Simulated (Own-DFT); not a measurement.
Simulation results for GaP (zincblende, strained, atoms displaced), Si3N4 (beta silicon nitride, strained, atoms displaced)

Computed with Own-DFT development build. A calculation, not a measurement: plane-wave PBE density functional theory by an unreviewed code, no spin, of a simulated periodic cell, stress positive in tension, free energy of the whole cell less one offset for each atom, forces on such cells passed a denser k mesh, this cell's mesh not checked; offsets are fitted by least squares, one for each functional and potential file, so energies compare only between cells with the same atoms and settings and are not formation energies; the far tail of each file's local potential was reset to the Coulomb form; each entry is a single point on an unrelaxed cell, so the pressure reflects the starting lattice, mostly measured values (interpolated for alloys), from which strain is counted, and rises with the displacements; printed positions are rounded, which can move forces by about a meV/angstrom; the program, named Own-DFT, is a retired in-house code; no spin-orbit coupling.

Common to all runs: functional PBE; potential files PseudoDojo norm-conserving, scalar-relativistic, standard set; wave cutoff 42 hartree; occupations Fermi-Dirac; smearing width 0.1 eV; k mesh 3 x 3 x 3 centred on Gamma.

(1) 
```xyz
64
Lattice="10.8620 0.0000 0.0000 0.0000 10.8620 0.0000 0.0000 0.0000 10.9361" Properties=species:S:1:pos:R:3:force_x:R:1:force_y:R:1:force_z:R:1 formula=GaP hardware=one_NVIDIA_H100 free_energy_of_cell_above_offsets=-32.678 pressure=3.69 stress_xx=-3.88 stress_yy=-3.93 stress_zz=-3.25 stress_yz=0.16 stress_xz=-0.28 stress_xy=-1.44 wall_time=565.2
Ga     0.0551    10.8481     0.1288     -0.387      -0.67     -2.501
Ga    10.8570     2.7143     2.7630     -0.505     -0.918     -0.742
Ga     2.7380    10.8347     2.7177       0.17     -0.109     -0.706
Ga     2.7138     2.7142     0.0128     -0.521     -0.288     -0.182
P      1.2877     1.2533     1.3520       1.76      1.987      1.129
P      1.2535     4.0084     4.0745      1.383      1.286      0.363
P      4.0416     1.3815     3.9688      0.297      0.181      1.359
P      4.0200     4.0685     1.3759      0.782      0.752      -0.38
Ga     0.0442     0.0057     5.5104      0.342       0.76     -0.615
Ga     0.0223     2.6707     8.2607     -0.323      0.958     -0.458
Ga     2.7700    10.8585     8.2784     -0.173      0.112     -1.339
Ga     2.7156     2.7740     5.4604      0.072     -0.508     -0.333
P      1.3748     1.4384     6.8990      0.406     -1.021     -0.503
P      1.3861     4.0988     9.5399     -0.132     -0.362      0.503
P      4.0314     1.4091     9.5019      0.673      -0.21      1.225
P      4.1452     4.0212     6.8265     -0.618      0.462      0.084
Ga     0.0287     5.4216    10.9344      0.346      0.315     -0.447
Ga    10.7375     8.2289     2.7040      1.137     -0.791      0.583
Ga     2.6940     5.4813     2.6404       0.69      -0.82      1.969
Ga     2.6617     8.1350     0.0848       0.86     -0.223     -0.868
P      1.3702     6.7449     1.4259     -1.433       1.36     -0.796
P      1.3688     9.5540     4.0446     -0.174     -0.921      0.745
P      4.1140     6.8829     4.1766     -0.078     -1.869     -0.639
P      4.1559     9.4841     1.3223     -0.477     -0.233      0.518
Ga    10.8358     5.4484     5.4306     -0.082     -0.029     -0.027
Ga    10.8116     8.2278     8.1898      0.397     -0.248     -0.267
Ga     2.6582     5.4241     8.1429      1.168     -0.263      0.106
Ga     2.7110     8.0815     5.4888     -0.459      1.072      0.155
P      1.3453     6.7597     6.8389     -0.526      0.556     -0.363
P      1.4409     9.5114     9.5271     -1.151     -0.345      1.001
P      4.1219     6.7638     9.4917     -0.524       0.22       0.88
P      4.0981     9.4842     6.8443      -0.14     -0.062      0.092
Ga     5.4420     0.0213    10.9149     -0.325      0.291     -0.436
Ga     5.4289     2.8132     2.7143     -0.689     -0.276      0.327
Ga     8.0700    10.7832     2.7519      0.394      1.323     -0.533
Ga     8.2990     2.7362    10.9322     -1.559     -0.153      0.031
P      6.6442     1.3863     1.4478      1.924     -0.317     -1.125
P      6.8046     3.9989     4.1232     -0.448      1.175     -0.795
P      9.4938     1.2988     4.0469     -0.321      0.413      0.682
P      9.6054     4.0760     1.3181      -0.87      0.335      1.084
Ga     5.4114    10.8304     5.4444     -0.235      0.706     -0.069
Ga     5.4586     2.6439     8.1944      0.084      0.634      0.034
Ga     8.1248     0.0551     8.3027      0.746      0.015     -1.341
Ga     8.0897     2.7611     5.4618      1.653     -0.752      0.499
P      6.8214     1.3795     6.8304     -0.209     -0.589     -0.151
P      6.7490     4.1037     9.5588      0.577     -0.516      0.533
P      9.5703     1.3341     9.5921     -0.082     -0.446      0.421
P      9.5109     4.1417     6.8580     -0.171     -0.822       0.02
Ga     5.5261     5.5357     0.0590     -1.143     -0.878     -0.775
Ga     5.4624     8.1075     2.8065      0.043      0.582     -0.701
Ga     8.0854     5.4749     2.7906      0.389     -1.042      -0.84
Ga     8.1352     8.1880     0.0811      0.894      0.422      -1.74
P      6.8629     6.8441     1.3461     -0.647     -0.271      1.166
P      6.8110     9.5180     4.0972     -0.566     -0.644      0.536
P      9.4410     6.7842     4.0331      0.501      0.754       0.91
P      9.5367     9.5861     1.3632     -1.324     -0.513     -0.186
Ga     5.4963     5.3707     5.4941     -0.671      0.204     -0.448
Ga     5.5307     8.1442     8.2412     -1.013     -1.047     -1.503
Ga     8.1185     5.4629     8.2361      0.157     -0.576     -0.261
Ga     8.1247     8.1978     5.5021      0.059     -0.756     -0.665
P      6.8524     6.7044     6.7644     -0.258      1.146      0.736
P      6.7475     9.5347     9.4370      0.941      0.156      2.225
P      9.5553     6.7387     9.4939     -0.389      1.033      1.178
P      9.5064     9.5324     6.7146     -0.222      0.276      1.638
```

Units: free_energy_of_cell_above_offsets in eV; pressure, stress_xx, stress_yy, stress_zz, stress_yz, stress_xz, stress_xy in GPa; wall_time in s; force_x, force_y, force_z in eV/Å.

(2) 
```xyz
42
Lattice="7.5739 -0.0605 0.0617 -3.8393 6.5474 -0.0846 0.0708 -0.0712 8.6473" Properties=species:S:1:pos:R:3:force_x:R:1:force_y:R:1:force_z:R:1 formula=Si3N4 free_energy_of_cell_above_offsets=-1.853 pressure=15.09 stress_xx=-10.89 stress_yy=-14.55 stress_zz=-19.82 stress_yz=-3.01 stress_xz=1.25 stress_xy=-7.17
Si    -1.7487     5.0496     0.6807      3.848     -1.951       1.77
Si     0.1738     2.6098     0.6894     -0.636      2.875      1.183
Si     1.2910     5.3412     0.6633      3.716     -2.091       4.27
Si     5.3763     1.3525     2.3581     -2.106     -0.133     -7.472
Si     3.5791     3.7593     2.1745     -1.301      1.789     -0.726
Si     2.3809     1.1589     2.0715       0.07     -0.042      3.912
N      2.3439     0.1320     0.7599      0.135      2.474      -1.41
N      6.1732     1.9127     0.7570     -0.916     -0.347      0.744
N      2.7664     4.3090     0.7607      0.068     -0.223     -2.027
N      1.4015     6.2243     2.0964      0.229      1.116      2.671
N     -2.4631     4.5494     2.1383      0.343      0.102     -0.023
N      0.9625     2.2386     2.1795      2.647     -2.814     -2.144
N     -0.0119     4.4451     0.6585     -4.983     -4.609     -0.228
N      3.8122     2.1238     2.2190     -0.273     -2.278     -0.451
Si    -1.6311     4.9203     3.5886      4.613      2.147     -4.515
Si     0.2359     2.5758     3.6197     -0.475       1.76      0.683
Si     1.3639     5.3382     3.6253      0.723     -0.579     -2.189
Si     5.3929     1.4082     5.0118     -1.306      3.329      2.156
Si     3.5959     3.8715     4.9990     -0.199     -3.355      0.391
Si     2.4677     0.9639     5.0457     -0.555      3.637      0.494
N      2.5058     0.1205     3.6348     -1.001     -0.944     -2.637
N      6.1939     1.8576     3.5940      2.952      1.692      3.955
N      2.7776     4.2651     3.6111     -1.279      1.644     -0.198
N      1.3410     6.3508     5.0087      0.637     -4.174      1.258
N     -2.3892     4.5377     4.9249     -1.526     -0.797      4.774
N      1.0407     2.0868     5.0223      0.344     -1.097      1.437
N      0.0698     4.3016     3.4763     -3.199     -0.828      1.425
N      3.7772     2.0973     5.0786      1.429      0.769     -0.357
Si    -1.5684     4.9351     6.4424      0.572      1.848      -0.91
Si     0.2547     2.4911     6.5591      0.212      2.175     -2.409
Si     1.4934     5.3248     6.4798     -2.726      0.245      0.433
Si     5.4109     1.3569     7.9610      -0.16      0.682      0.898
Si     3.6812     3.7356     7.8531     -2.151      0.854      2.878
Si     2.5128     0.9980     7.9306     -2.452      0.783      2.259
N      2.3892     0.1884     6.5484      -0.29     -4.388     -2.595
N      6.2258     1.8148     6.4928     -0.007          0      0.756
N      2.8055     4.2449     6.4583      0.081      1.117      0.223
N      1.4759     6.1965     8.0497      0.405      3.093     -6.843
N     -2.3793     4.6080     7.8883     -2.095     -1.863     -1.872
N      1.1039     2.0498     7.9668     -0.095     -0.267     -0.554
N     -0.0110     4.3490     6.4279      2.568     -1.952      0.253
N      3.7571     2.0417     7.8571      4.138      0.599      0.739
```

Units: free_energy_of_cell_above_offsets in eV; pressure, stress_xx, stress_yy, stress_zz, stress_yz, stress_xz, stress_xy in GPa; force_x, force_y, force_z in eV/Å.

(3) 
```xyz
42
Lattice="7.6262 0.1056 0.1124 -3.7217 6.4886 -0.1053 0.1289 -0.0651 8.6391" Properties=species:S:1:pos:R:3:force_x:R:1:force_y:R:1:force_z:R:1 formula=Si3N4 free_energy_of_cell_above_offsets=-3.153 pressure=11.96 stress_xx=-5.6 stress_yy=-12.15 stress_zz=-18.14 stress_yz=-2.69 stress_xz=6.19 stress_xy=4.45
Si    -1.5420     4.9590     0.5864      0.014      1.697      3.743
Si     0.2806     2.7255     0.7102     -1.384      0.022      0.958
Si     1.4784     5.4542     0.6815     -1.076     -1.549      0.337
Si     5.5286     1.5498     2.2559     -0.826      0.442     -1.456
Si     3.6854     3.8954     2.2685      2.595      0.756     -5.667
Si     2.4914     1.1565     2.1556       1.64      0.188      0.581
N      2.3738     0.2208     0.7750      0.235     -0.522     -1.409
N      6.3095     2.0725     0.7736      0.169      -0.34      1.323
N      2.8738     4.4614     0.7209      0.305     -0.672       1.04
N      1.5734     6.3216     2.1506     -0.266      0.912      0.746
N     -2.3160     4.5690     2.1001     -1.374     -0.554      1.109
N      1.1963     2.2518     2.1228     -0.907     -0.285     -0.486
N      0.0078     4.3903     0.6948      2.773      0.766      0.385
N      3.9013     2.2202     2.1480      0.392     -1.416       0.62
Si    -1.5009     5.0779     3.5901      0.848     -2.544     -2.163
Si     0.3653     2.5775     3.5211     -2.062       2.47      2.155
Si     1.4664     5.3416     3.5756     -0.121      1.085      0.981
Si     5.5223     1.4933     4.9587     -2.042      0.168      7.307
Si     3.7003     3.8501     5.0500      1.666      2.104      0.004
Si     2.4623     1.1690     5.0562      0.718      0.034       1.78
N      2.4671     0.2396     3.6557     -0.094      1.265     -1.373
N      6.3884     1.9517     3.7284      2.208      1.181     -5.017
N      2.8696     4.3419     3.5570     -1.253       1.04       4.95
N      1.5223     6.3374     5.1085      0.388     -1.951      -2.73
N     -2.2111     4.5324     5.0051     -3.793     -1.544     -0.254
N      0.9964     2.1314     5.0515      3.801     -1.687     -2.822
N      0.1081     4.3449     3.6005     -0.521     -1.014     -0.432
N      3.8907     2.2060     5.0614      0.529      -1.88     -0.545
Si    -1.3870     4.9103     6.4336     -0.806      0.994      0.516
Si     0.3909     2.5583     6.4830     -4.033      1.929      1.738
Si     1.6365     5.3403     6.4851         -3      0.213      0.714
Si     5.6091     1.5387     7.9642      -1.65     -0.122      0.637
Si     3.7785     3.8301     7.9320      0.566      0.763      1.958
Si     2.6596     1.0581     7.9429     -3.152      0.493      0.516
N      2.4645     0.1607     6.5146     -0.042      0.652      -0.81
N      6.3925     1.8941     6.5423      0.668      1.085     -1.768
N      2.9559     4.2861     6.5467     -0.298      0.875     -2.013
N      1.5403     6.3336     7.9082      0.487     -0.406     -0.133
N     -2.2687     4.5240     7.9032     -1.933     -1.539      -3.37
N      1.0872     2.2385     7.9458      4.657     -3.328      -1.51
N      0.1500     4.3047     6.5027      2.529     -0.278     -0.357
N      3.8873     2.1474     7.9254      3.446      0.492      0.217
```

Units: free_energy_of_cell_above_offsets in eV; pressure, stress_xx, stress_yy, stress_zz, stress_yz, stress_xz, stress_xy in GPa; force_x, force_y, force_z in eV/Å.

(4) 
```xyz
64
Lattice="10.8620 0.0000 0.0000 0.0000 10.8620 0.0000 0.0000 0.0000 10.9439" Properties=species:S:1:pos:R:3:force_x:R:1:force_y:R:1:force_z:R:1 formula=GaP hardware=one_NVIDIA_H100 free_energy_of_cell_above_offsets=-35.138 pressure=3.09 stress_xx=-3.25 stress_yy=-3.29 stress_zz=-2.74 stress_yz=0.12 stress_xz=0.07 stress_xy=-0.25 wall_time=513.3
Ga     0.0094     0.0498     0.0120     -0.251     -0.289     -0.157
Ga     0.0096     2.7211     2.6797      -0.14     -0.462      0.758
Ga     2.7539    10.8346     2.7542     -0.484     -0.531      -0.62
Ga     2.6778     2.7967     0.0411      0.388     -0.801     -0.256
P      1.3472     1.3085     1.3868      0.569      0.577      0.014
P      1.3528     4.0832     4.0773      -0.18       0.06      0.222
P      4.0239     1.3133     4.0545      0.923      0.603      0.595
P      4.0973     4.1096     1.3728     -0.146     -0.257      0.109
Ga     0.0269     0.0140     5.5044     -0.502     -0.311     -0.237
Ga    10.8358     2.6997     8.1807      0.429     -0.176       0.28
Ga     2.7332    10.8459     8.2413     -0.103      0.293      0.155
Ga     2.7208     2.7284     5.4099     -0.231     -0.303      0.343
P      1.3555     1.3316     6.8464      0.452      0.402     -0.022
P      1.3646     4.0529     9.5375     -0.401      0.431      0.101
P      4.1093     1.3825     9.5702     -0.298      0.171       0.47
P      4.0580     4.0404     6.8437      0.011      0.308     -0.191
Ga    10.8243     5.4079     0.0167      0.658       0.19      -0.69
Ga    10.8578     8.1681     2.7274       0.01     -0.356     -0.428
Ga     2.7152     5.4389     2.7307      0.037      0.035      0.004
Ga     2.6967     8.1765    10.9030     -0.117     -0.166      0.409
P      1.3613     6.7391     1.3358     -0.012      0.674      0.174
P      1.3252     9.5033     4.0802      0.299      0.055       0.34
P      4.0840     6.7718     4.0936     -0.403     -0.069      0.692
P      4.0981     9.4667     1.3567     -0.278      0.308      0.091
Ga    10.8488     5.4230     5.5253      0.253      0.341     -0.546
Ga    10.8176     8.1688     8.1779      0.363      0.252       0.38
Ga     2.6838     5.4640     8.1602      0.583     -0.187      0.655
Ga     2.6751     8.1443     5.4840      0.628      0.383     -0.248
P      1.3679     6.8374     6.8751     -0.546     -0.264     -0.438
P      1.3154     9.5290     9.6095      0.105     -0.077     -0.532
P      4.0753     6.8608     9.5754     -0.104     -0.791     -0.291
P      4.1043     9.5536     6.8649     -0.322     -0.452     -0.628
Ga     5.4583     0.0169     0.0430     -0.128     -0.045     -0.448
Ga     5.4379     2.6967     2.7164     -0.294      0.237      0.366
Ga     8.1213    10.8416     2.7209      0.728      0.483     -0.379
Ga     8.0729     2.7491     0.0171          1      0.312     -0.404
P      6.8132     1.4141     1.3701     -0.182     -0.669      0.201
P      6.7732     4.0894     4.1275       0.24     -0.446     -0.272
P      9.4746     1.3360     4.1298       0.33      0.351     -0.335
P      9.5594     4.1059     1.3826     -1.207     -0.422     -0.073
Ga     5.4716     0.0169     5.4635     -0.514     -0.292     -0.506
Ga     5.4778     2.7451     8.1938     -0.506     -0.446     -0.035
Ga     8.0968     0.0287     8.2217      0.472      -0.05     -0.022
Ga     8.1424     2.7305     5.5073     -0.006     -0.184     -0.286
P      6.7589     1.3359     6.8170      0.444      0.674      0.281
P      6.7609     4.1089     9.5440      0.205      -0.15      0.435
P      9.5216     1.3692     9.5845     -0.682      0.233       0.03
P      9.5182     4.0706     6.8676     -0.341      0.026      -0.17
Ga     5.4310     5.4373     0.0007     -0.349      0.277     -0.395
Ga     5.3825     8.0967     2.7538      0.651      0.576     -0.116
Ga     8.1428     5.4317     2.7585     -0.292      0.138     -0.503
Ga     8.1916     8.1634    10.9181     -0.598     -0.128     -0.217
P      6.7381     6.8100     1.3150       0.87     -0.076      0.506
P      6.8353     9.5535     4.0557     -0.776     -1.184      0.686
P      9.4922     6.7917     4.0730      0.282     -0.075      0.509
P      9.5061     9.5065     1.3118       0.06      0.269      0.553
Ga     5.4434     5.3975     5.4826     -0.336       0.36      0.259
Ga     5.4320     8.1530     8.1779     -0.174      0.288      0.357
Ga     8.1486     5.4002     8.2227       0.27      0.645      0.067
Ga     8.1528     8.0873     5.5016     -0.194      0.487     -0.331
P      6.7642     6.7952     6.8904      0.282     -0.497     -0.533
P      6.7832     9.5150     9.5363     -0.007     -0.092      0.611
P      9.5529     6.8130     9.5734     -0.495     -0.524     -0.056
P      9.4642     9.4991     6.8577      0.059      0.334     -0.292
```

Units: free_energy_of_cell_above_offsets in eV; pressure, stress_xx, stress_yy, stress_zz, stress_yz, stress_xz, stress_xy in GPa; wall_time in s; force_x, force_y, force_z in eV/Å.
